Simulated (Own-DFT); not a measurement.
# Which defects push the lattice out? 4H SiC

No measurement is shown. These are fixed-geometry runs of a retired plane-wave code named Own-DFT, which no person has reviewed; spin and spin-orbit coupling are neglected.

All runs used: PBE; PseudoDojo norm-conserving scalar-relativistic files; cutoff 42 hartree; 4 x 4 x 3 k mesh centred on Gamma; Fermi-Dirac smearing of 0.1 eV.

Limits (not all hold for every row): some atoms lie very close together; not probed for a lower state with spin; forces on such cells passed a denser k mesh, each cell not checked; stress not checked against mesh or cutoff.

All runs share one cell, with vectors in Å (9.248, 0.000, 0.000); (-4.624, 8.009, 0.000); (0.000, 0.000, 10.068) and a volume of 745.7 Å³. u is the rms random offset of the atoms per axis. The defect's site can differ from row to row.

| cell | formula | u (Å) | P (GPa) |
|---|---|---|---|
| no defect | C36Si36 | 0.0279 | 3.66 |
| no defect | C36Si36 | 0.0533 | 5.76 |
| no defect | C36Si36 | 0.0617 | 6.55 |
| one C on a Si site | C37Si35 | 0.0459 | 3.12 |
| one C on a Si site | C37Si35 | 0.0519 | 3.20 |
| one C on a Si site | C37Si35 | 0.0530 | 3.63 |
| one Si on a C site | C35Si37 | 0.0465 | 11.33 |
| one Si on a C site | C35Si37 | 0.0506 | 11.81 |
| one Si on a C site | C35Si37 | 0.0517 | 11.96 |
| two N on a C site each | C34N2Si36 | 0.0302 | 2.71 |
| two N on a C site each | C34N2Si36 | 0.0475 | 3.86 |
| two N on a C site each | C34N2Si36 | 0.0550 | 5.14 |
| two Al on a Si site each | Al2C36Si34 | 0.0286 | 5.83 |
| two Al on a Si site each | Al2C36Si34 | 0.0307 | ? |
| two Al on a Si site each | Al2C36Si34 | 0.0521 | 7.46 |
| two Al on a Si site each | Al2C36Si34 | 0.0542 | 7.74 |

## What the rows give

P = P0 + c u² + a shift for each defect gives P0 = 2.92 GPa, c = 968 ± 60 GPa/Å² and a scatter of 0.19 GPa. The shifts, and each times the cell's volume:

- one Si on a C site: 6.39 ± 0.16 GPa, 29.7 eV
- two Al on a Si site each: 2.00 ± 0.16 GPa, 9.3 eV (4.6 eV for each of its 2 sites)
- two N on a C site each: -1.02 ± 0.16 GPa, -4.8 eV (-2.4 eV for each of its 2 sites)
- one C on a Si site: -2.06 ± 0.16 GPa, -9.6 eV

Against the defect-free cell, a freed cell would be larger where the shift is positive and smaller where it is negative (160.2 GPa Å³ is 1 eV). The atoms around the defects weren't relaxed, which would change these numbers.

## The run left out

Q: what pressure belongs in the blank (two Al on a Si site each, u = 0.0307 Å)?

The fitted form gives 5.84 ± 0.23 GPa. The run itself gave 5.90 GPa.
